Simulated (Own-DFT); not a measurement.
# Point defects and the pressure they add: B20 RuSi

Calculated, not measured: single-point runs of Own-DFT, a retired in-house plane-wave DFT program that no person has reviewed, on unrelaxed cells, without spin or spin-orbit coupling.

Settings: PBE; PseudoDojo norm-conserving scalar-relativistic files; cutoff 50 hartree; 5 x 4 x 5 k mesh centred on Gamma; cold (Marzari-Vanderbilt) smearing of 0.2 eV.

Caveats (not all hold for every row): not probed for a lower state with spin; forces on such cells failed a check on a denser k mesh; stress not checked against mesh or cutoff.

All runs share one cell, with vectors in Å (4.709, 0.000, 4.709); (0.000, 9.417, 0.000); (-4.709, 0.000, 4.709) and a volume of 417.6 Å³. The atoms are randomly displaced, by u rms on each axis. The defect's site can differ from row to row.

| cell | formula | u (Å) | P (GPa) |
|---|---|---|---|
| no defect | Ru16Si16 | 0.0185 | 5.11 |
| no defect | Ru16Si16 | 0.0475 | 6.44 |
| no defect | Ru16Si16 | 0.0494 | 6.87 |
| one Si on a Ru site | Ru15Si17 | 0.0290 | 6.16 |
| one Si on a Ru site | Ru15Si17 | 0.0487 | 5.94 |
| one Si on a Ru site | Ru15Si17 | 0.0498 | 7.55 |
| one Ru on a Si site | Ru17Si15 | 0.0294 | 8.73 |
| one Ru on a Si site | Ru17Si15 | 0.0324 | 8.17 |
| one Ru on a Si site | Ru17Si15 | 0.0532 | 9.55 |
| one Si vacancy | Ru16Si15 | 0.0295 | 3.01 |
| one Si vacancy | Ru16Si15 | 0.0304 | 2.12 |
| one Si vacancy | Ru16Si15 | 0.0508 | 3.51 |
| one Ru vacancy | Ru15Si16 | 0.0271 | ? |
| one Ru vacancy | Ru15Si16 | 0.0292 | 2.84 |
| one Ru vacancy | Ru15Si16 | 0.0439 | 3.58 |
| one Ru vacancy | Ru15Si16 | 0.0530 | 3.61 |

## Worked fit

P = P0 + c u² + a shift for each defect gives P0 = 5.20 GPa, c = 563 ± 152 GPa/Å² and a scatter of 0.49 GPa. The shifts, and each times the cell's volume:

- one Ru on a Si site: 2.73 ± 0.40 GPa, 7.1 eV
- one Si on a Ru site: 0.29 ± 0.40 GPa, 0.8 eV (not resolved)
- one Ru vacancy: -2.90 ± 0.40 GPa, -7.6 eV
- one Si vacancy: -3.14 ± 0.40 GPa, -8.2 eV

A positive shift means that the defect pushes the cell outwards. Shift times volume (160.2 GPa Å³ is 1 eV) depends little on the cell's size, so, taken for each site, it can be compared between cells at like pressure. The atoms around the defects weren't relaxed, which would change these numbers.

## The run left out

Q: what pressure belongs in the blank (one Ru vacancy, u = 0.0271 Å)?

The fitted form gives 2.70 ± 0.59 GPa. The hidden result is 2.85 GPa.
